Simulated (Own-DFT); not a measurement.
# One host, several defects: zincblende GaAs

The numbers are computed, not measured, by runs of the plane-wave DFT program Own-DFT (in-house, retired, unreviewed) at fixed positions, with no spin and no spin-orbit coupling.

Settings: PBE; PseudoDojo norm-conserving scalar-relativistic files; cutoff 42 hartree; 3 x 3 x 3 k mesh centred on Gamma; Fermi-Dirac smearing of 0.1 eV.

Caveats (not all hold for every row): not probed for a lower state with spin; forces on such cells failed a check on a denser k mesh; forces not confirmed at this smearing and k mesh; forces on such cells passed a denser k mesh, each cell not checked; stress not checked against mesh or cutoff.

All runs share one cell, with vectors in Å (11.307, 0.000, 0.000); (0.000, 11.307, 0.000); (0.000, 0.000, 11.307) and a volume of 1445.4 Å³. The atoms are randomly displaced, by u rms on each axis. The defect's site can differ from row to row.

| cell | formula | u (Å) | P (GPa) |
|---|---|---|---|
| no defect | As32Ga32 | 0.0198 | 3.52 |
| no defect | As32Ga32 | 0.0509 | 3.98 |
| no defect | As32Ga32 | 0.0513 | 3.97 |
| one As on a Ga site and one Ga on an As site | As32Ga32 | 0.0296 | 3.97 |
| one As on a Ga site and one Ga on an As site | As32Ga32 | 0.0468 | 4.20 |
| one As on a Ga site and one Ga on an As site | As32Ga32 | 0.0503 | 4.31 |
| one Al on a Ga site | AlAs32Ga31 | 0.0463 | ? |
| one Al on a Ga site | AlAs32Ga31 | 0.0513 | 3.92 |
| one Al on a Ga site | AlAs32Ga31 | 0.0522 | 3.94 |
| one Al on a Ga site | AlAs32Ga31 | 0.0527 | 3.99 |
| one As on a Ga site | As33Ga31 | 0.0282 | 4.28 |
| one As on a Ga site | As33Ga31 | 0.0513 | 4.56 |
| one As on a Ga site | As33Ga31 | 0.0519 | 4.58 |
| one In on a Ga site | As32Ga31In | 0.0293 | 4.28 |
| one In on a Ga site | As32Ga31In | 0.0497 | 4.56 |
| one In on a Ga site | As32Ga31In | 0.0500 | 4.62 |

## Working it out

P = P0 + c u² + a shift for each defect gives P0 = 3.47 GPa, c = 189 ± 9 GPa/Å² and a scatter of 0.03 GPa. The shifts, and each times the cell's volume:

- one In on a Ga site: 0.65 ± 0.02 GPa, 5.8 eV
- one As on a Ga site: 0.62 ± 0.02 GPa, 5.6 eV
- one As on a Ga site and one Ga on an As site: 0.34 ± 0.02 GPa, 3.0 eV
- one Al on a Ga site: -0.03 ± 0.02 GPa, -0.3 eV (not resolved)

Against the defect-free cell, a freed cell would be larger where the shift is positive and smaller where it is negative (160.2 GPa Å³ is 1 eV). The atoms around the defects weren't relaxed, which would change these numbers.

## Withheld run

Q: what pressure belongs in the blank (one Al on a Ga site, u = 0.0463 Å)?

The fit gives 3.84 ± 0.03 GPa. Computed: 3.81 GPa.
